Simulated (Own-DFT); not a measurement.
# How strain changes the stress of wurtzite GaN, 72 atoms (Ga36N36)

These are calculations, not measurements. They come from Own-DFT, an in-house plane-wave density functional program, since retired, whose code no person has reviewed. Each row is one single-point run on a periodic cell that was not relaxed, without spin or spin-orbit coupling.

Settings of every run: PBE; PseudoDojo norm-conserving scalar-relativistic files; cutoff 42 hartree; 4 x 4 x 3 k mesh centred on Gamma; Fermi-Dirac smearing of 0.1 eV.

Known limits: forces not confirmed at this smearing and k mesh; stress not checked against mesh or cutoff.

Unstrained cell vectors in Å: (9.567, 0.000, 0.000); (-4.784, 8.285, 0.000); (0.000, 0.000, 10.370). The unstrained cell has measured lattice constants (interpolated for alloys), not those of this functional. That, the random moves and any unrelaxed bonds set the pressure at no strain. Each run strains this cell uniformly, with the atoms carried along. Every atom was also moved at random, by a Gaussian of width 0.05 Å on each axis. Strain is the symmetric tensor, in per cent. Stress is positive in tension, and the pressure is minus a third of its trace.

```
run  e_xx (%)  e_yy (%)  e_zz (%)  e_yz (%)  e_xz (%)  e_xy (%)  s_xx (GPa)  s_yy (GPa)  s_zz (GPa)  s_yz (GPa)  s_xz (GPa)  s_xy (GPa)  P (GPa)  E (meV/atom)
  1      1.51     -1.77     -1.84     -0.69      1.40     -0.98       -4.09      -15.82      -16.36       -0.28        3.08       -2.16    12.09          29.7
  2      0.10     -0.01     -1.19      0.35     -0.50      0.87       -7.95       -8.29      -13.04        0.98       -1.08        2.70     9.76          12.6
  3     -1.16     -0.02     -1.95     -1.46      1.29     -1.42      -14.85      -10.39      -18.41       -3.02        3.55       -3.85    14.55          45.6
  4      1.71      1.63     -0.79      1.38     -1.62      1.13        0.42        0.15       -8.81        3.13       -3.47        4.10     2.74           0.0
  5      1.97     -0.75     -0.21     -0.92      0.54     -0.67       -0.55       -8.49       -7.98       -1.04        1.10       -1.61     5.68           5.1
  6      1.33     -0.79     -1.22      0.82     -0.87     -0.97       -3.75      -11.66      -11.97        1.87       -1.71       -3.44     9.13          12.3
  7     -0.80      1.64      1.43     -1.46     -0.14      0.77       -8.55        0.06       -1.67       -3.03        0.34        1.87     3.39           4.2
  8      1.98     -0.77      1.96     -0.24      1.09     -1.13        0.66       -6.37        0.11       -0.12        1.85       -3.35     1.86           6.2
  9      0.48     -1.08     -1.04     -1.46      0.24      1.74       -7.06      -13.15      -12.41       -2.81        0.69        5.52    10.88          16.5
 10      0.04      0.20     -1.46     -0.04     -0.25     -1.60       -9.43       -6.60      -13.55        0.26        0.40       -4.53     9.86          15.7
 11     -1.22     -1.44      1.05      0.41     -0.86     -1.84      -14.81      -14.54       -4.43        1.45       -2.25       -6.90    11.26          28.0
 12      1.87     -0.19     -1.10      1.67      0.26     -1.10       -1.10       -7.51      -10.67        3.07        0.52       -3.84     6.43          11.8
 13      0.70     -0.15      0.70      0.92      0.13     -1.16       -3.14       -9.06       -3.74        2.22        0.49       -3.26     5.32           9.1
 14     -1.09      1.14     -1.43      0.79     -0.50      0.92      -11.92       -6.62      -12.38        1.52       -1.50        2.43    10.31          17.8
 15      1.43     -1.72      1.85      0.36     -0.09      1.74       -4.07      -11.15        0.61        0.59       -1.02        5.54     4.87           8.8
 16      1.19     -1.73     -0.31      0.57      0.05      0.75           ?           ?           ?           ?           ?           ?        ?             ?
```

E is the free energy for each atom above the lowest run shown.

## Worked fit

Each stress component was fitted by least squares to a constant and the strains of the runs shown, as fractions, with shears doubled. Shear strains stay in the fit of a normal stress only where such slopes are resolved. The slopes, in GPa:

| stress | at no strain | per e_xx | per e_yy | per e_zz | scatter |
|---|---|---|---|---|---|
| s_xx | -8.1 | 434 ± 19 | 120 ± 21 | 54 ± 16 | 0.80 |
| s_yy | -7.8 | 112 ± 24 | 426 ± 26 | 97 ± 20 | 1.01 |
| s_zz | -7.7 | 65 ± 21 | 67 ± 23 | 425 ± 18 | 0.90 |

Each shear stress against twice its own strain: yz 90 ± 7, xz 100 ± 8, xy 157 ± 6 GPa. These are stiffnesses along x, y and z of the frame in which the cell vectors are given, which need not be the crystal's axes. The atoms are held to the strained lattice; where symmetry lets them move under strain, relaxing them would lower some slopes. The table should be nearly symmetric about its diagonal, and what it lacks of that shows the noise. A ninth of its sum, 200 ± 4 GPa, estimates the bulk modulus near the mean pressure of these runs, 7.9 GPa, so it lies above the value at zero pressure.

## Withheld run

Question: what normal stresses and pressure should run 16 give?

The fit gives s_xx = -5.1, s_yy = -14.1, s_zz = -9.4 and P = 9.5 GPa. The calculation gave -6.62, -14.37, -8.69 and P = 9.89 GPa.
